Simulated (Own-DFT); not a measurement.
# Response to strain: grey tin, 32 atoms (Sn32)

Calculated results; nothing here was measured. The program, named Own-DFT, is a retired in-house plane-wave density functional code that no person has reviewed. Each row is one single-point run on a periodic cell that was not relaxed, without spin or spin-orbit coupling.

Settings of every run: PBE; PseudoDojo norm-conserving scalar-relativistic files; cutoff 42 hartree; 3 x 3 x 5 k mesh centred on Gamma; cold (Marzari-Vanderbilt) smearing of 0.2 eV.

Known limits: forces on such cells failed a check on a denser k mesh; stress not checked against mesh or cutoff.

Unstrained cell vectors in Å: (12.978, 0.000, 0.000); (0.000, 12.978, 0.000); (0.000, 0.000, 6.489). The unstrained cell has measured lattice constants (interpolated for alloys), not those of this functional. That, the random moves and any unrelaxed bonds set the pressure at no strain. Each run strains this cell uniformly, with the atoms carried along. Every atom was also moved at random, by a Gaussian of width 0.05 Å on each axis. Strain is the symmetric tensor, in per cent. Stress is positive in tension, and the pressure is minus a third of its trace.

| run | e_xx (%) | e_yy (%) | e_zz (%) | s_xx (GPa) | s_yy (GPa) | s_zz (GPa) | P (GPa) | E (meV/atom) |
|---|---|---|---|---|---|---|---|---|
| 1 | -1.00 | -1.00 | 0.00 | -4.72 | -4.80 | -4.51 | 4.67 | 40.9 |
| 2 | -2.50 | -2.50 | 0.00 | -6.80 | -6.87 | -5.95 | 6.54 | 77.7 |
| 3 | 3.00 | 3.00 | 0.00 | -0.65 | -0.67 | -1.39 | 0.90 | 0.0 |
| 4 | 1.25 | 1.25 | 0.00 | -2.22 | -2.19 | -2.56 | 2.32 | 4.4 |
| 5 | 1.75 | 1.75 | 0.00 | -1.85 | -1.82 | -2.33 | 2.00 | 13.0 |
| 6 | -1.50 | -1.50 | 0.00 | -5.39 | -5.45 | -5.00 | 5.28 | 52.6 |
| 7 | 0.75 | 0.75 | 0.00 | -2.74 | -2.71 | -2.89 | 2.78 | 9.6 |
| 8 | -2.00 | -2.00 | 0.00 | -6.09 | -6.14 | -5.53 | 5.92 | 67.7 |
| 9 | 2.25 | 2.25 | 0.00 | ? | ? | ? | ? | ? |

E is the free energy for each atom above the lowest run shown.

## Worked fit

The change of volume is close to e_xx + e_yy + e_zz. A straight line through the runs shown gives P = 3.79 - 52 x (fractional change of volume) GPa, with an error of 2 on the slope and a scatter of 0.19 GPa. The strain isn't the same on all axes, but the crystal is cubic, so the slope still estimates the bulk modulus, averaged over pressures from 0.9 to 6.5 GPa.

## Withheld run

Question: what pressure should run 9 give? Its volume changes by 4.55 %.

The line gives 1.4 GPa. The calculation gave 1.54 GPa.
